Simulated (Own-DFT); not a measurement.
# How strain changes the stress of wurtzite GaN, 96 atoms (Ga48N48)

These are calculations, not measurements. They come from Own-DFT, an in-house plane-wave density functional program, since retired, whose code no person has reviewed. Each row is one single-point run on a periodic cell that was not relaxed, without spin or spin-orbit coupling.

Settings of every run: PBE; PseudoDojo norm-conserving scalar-relativistic files (stringent for Ga); cutoff 96 hartree; 3 x 4 x 3 k mesh centred on Gamma; Gaussian smearing of 0.01 eV.

Known limits: forces on such cells passed a denser k mesh, each cell not checked; stress not checked against mesh or cutoff.

Unstrained cell vectors in Å: (12.756, 0.000, 0.000); (-4.784, 8.285, 0.000); (0.000, 0.000, 10.370). The unstrained cell has measured lattice constants (interpolated for alloys), not those of this functional. That, the random moves and any unrelaxed bonds set the pressure at no strain. Each run strains this cell uniformly, with the atoms carried along. Every atom was also moved at random, by a Gaussian of width 0.05 Å on each axis. Strain is the symmetric tensor, in per cent. Stress is positive in tension, and the pressure is minus a third of its trace.

```
run  e_xx (%)  e_yy (%)  e_zz (%)  s_xx (GPa)  s_yy (GPa)  s_zz (GPa)  P (GPa)  E (meV/atom)
  1      0.00      0.00     -1.25       -9.48       -7.61      -12.00     9.70          21.6
  2      0.00      0.00     -0.25       -6.80       -6.28       -9.96     7.68          13.1
  3      0.00      0.00     -0.50       -8.12       -6.91       -9.74     8.26          22.0
  4      0.00      0.00      1.75       -6.95       -4.56       -0.09     3.87           8.5
  5      0.00      0.00      1.75       -5.71       -6.13        0.38     3.82           5.4
  6      0.00      0.00      1.50       -6.26       -5.41       -0.75     4.14           0.8
  7      0.00      0.00     -1.25       -8.70       -7.71      -13.16     9.86          27.4
  8      0.00      0.00      1.50       -7.06       -4.94       -0.70     4.23           3.3
  9      0.00      0.00     -0.50       -6.44       -8.91       -8.10     7.82           5.6
 10      0.00      0.00      2.75       -5.62       -4.68        4.31     2.00           0.0
 11      0.00      0.00      2.75       -5.33       -5.16        4.31     2.06           2.6
 12      0.00      0.00     -0.25       -7.87       -6.39       -8.12     7.46          11.2
 13      0.00      0.00      0.75           ?           ?           ?        ?             ?
```

E is the free energy for each atom above the lowest run shown.

## Worked fit

The change of volume is close to e_xx + e_yy + e_zz. A straight line through the runs shown gives P = 7.19 - 192 x (fractional change of volume) GPa, with an error of 4 on the slope and a scatter of 0.18 GPa. The strain isn't the same on all axes and the cell isn't cubic, so the slope belongs to this path and is not the bulk modulus.

## Withheld run

Question: what pressure should run 13 give? Its volume changes by 0.75 %.

The line gives 5.7 GPa. The calculation gave 5.29 GPa.
